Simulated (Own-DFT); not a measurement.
# Stretching a layer in its plane: wurtzite AlGaN with randomly placed atoms, 128 atoms (Al48Ga16N64)

The numbers are computed, not measured, by runs of the plane-wave DFT program Own-DFT (in-house, retired, unreviewed) at fixed positions, with no spin and no spin-orbit coupling.

Common settings: PBE; PseudoDojo norm-conserving scalar-relativistic files (stringent for Ga); cutoff 96 hartree; 3 x 3 x 3 k mesh centred on Gamma; Gaussian smearing of 0.01 eV.

Caveats: k mesh not checked against a denser one; stress not checked against mesh or cutoff.

Unstrained cell vectors in Å: (12.525, 0.000, 0.000); (-6.262, 10.847, 0.000); (0.000, 0.000, 10.066). The unstrained cell has measured lattice constants (interpolated for alloys), not those of this functional. That, the random moves and any unrelaxed bonds set the pressure at no strain. Each run strains x and y alike by e, as a substrate would, and holds the height along z. Each coordinate of each atom was shifted by a normal deviate of width 0.05 Å. The random placing of the alloy's atoms differs from row to row. Stress is positive in tension.

```
e (%),u (Å),(s_xx + s_yy)/2 (GPa),s_zz (GPa)
-2.50,0.052,-22.75,-10.88
-2.25,0.047,-20.51,-10.18
-2.00,0.052,-18.36,-10.61
-1.75,0.051,?,?
-0.50,0.048,-9.76,-6.17
-0.25,0.049,-8.20,-5.68
0.25,0.051,-4.76,-6.50
2.00,0.050,4.20,-3.95
2.50,0.051,6.23,-3.71
2.75,0.052,6.96,-1.35
```

## Working it out

With e as a fraction, the in-plane stress is -6.5 + 570 e - 2649 e² GPa (errors 7 and 498, scatter 0.40), and s_zz is -6.6 + 159 e GPa (slope ± 16, scatter 0.95). At e = 0 the first slope is C11 + C12 and the second 2 C13, both with the ions held to the strained lattice and at the cell's own pressure. The term in e² is negative: the layer stiffens under compression and softens under tension. A free layer would change its height as e changes, and the in-plane slope would drop by 2 C13²/C33 to the biaxial modulus. At fixed height, a misfit of 1 % moves the in-plane stress by about 5.7 GPa and s_zz by 1.6 GPa.

## Test on the hidden row

Question: what are the two stresses at e = -1.75 %?

The fitted form gives -17.2 and -9.3 GPa. The hidden result is -17.62 and -8.79 GPa.
